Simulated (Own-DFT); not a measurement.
# A layer strained by its substrate: diamond-structure SiGeSn with randomly placed atoms, 64 atoms (Ge44Si16Sn4)

Calculated, not measured: single-point runs of Own-DFT, a retired in-house plane-wave DFT program that no person has reviewed, on unrelaxed cells, without spin or spin-orbit coupling.

Settings: PBE; PseudoDojo norm-conserving scalar-relativistic files; cutoff 49 hartree; 3 x 3 x 3 k mesh centred on Gamma; Fermi-Dirac smearing of 0.1 eV.

Keep in mind: forces on such cells moved up to 12 meV/angstrom on a denser k mesh; stress not checked against mesh or cutoff.

Unstrained cell vectors in Å: (11.306, 0.000, 0.000); (0.000, 11.306, 0.000); (0.000, 0.000, 11.306). The unstrained cell has measured lattice constants (interpolated for alloys), not those of this functional. That, the random moves and any unrelaxed bonds set the pressure at no strain. Each run strains x and y alike by e, as a substrate would, and holds the height along z. Each coordinate of each atom was shifted by a normal deviate of width 0.05 Å. The random placing of the alloy's atoms differs from row to row. Stress is positive in tension.

```
e (%),u (Å),(s_xx + s_yy)/2 (GPa),s_zz (GPa)
-2.50,0.045,-9.44,-7.65
-2.25,0.045,-8.70,-7.09
-1.50,0.050,?,?
-1.25,0.048,-6.55,-5.88
-1.00,0.049,-6.32,-5.64
-0.50,0.054,-5.56,-5.29
1.25,0.053,-2.27,-3.07
1.50,0.057,-1.78,-2.70
1.75,0.048,-1.34,-2.44
3.00,0.050,0.58,-1.27
```

## What the rows give

With e as a fraction, the in-plane stress is -4.4 + 182 e - 509 e² GPa (errors 3 and 186, scatter 0.15), and s_zz is -4.5 + 117 e - 258 e² GPa (slope ± 2, scatter 0.13). At e = 0 the first slope is C11 + C12 and the second 2 C12, both with the ions held to the strained lattice and at the cell's own pressure. A free layer would change its height as e changes, and the in-plane slope would drop by 2 C12²/C11 to the biaxial modulus. At fixed height, a misfit of 1 % moves the in-plane stress by about 1.8 GPa and s_zz by 1.2 GPa.

## Check

The question: what are the two stresses at e = -1.50 %?

The fitted form gives -7.3 and -6.3 GPa. The hidden result is -7.14 and -6.01 GPa.
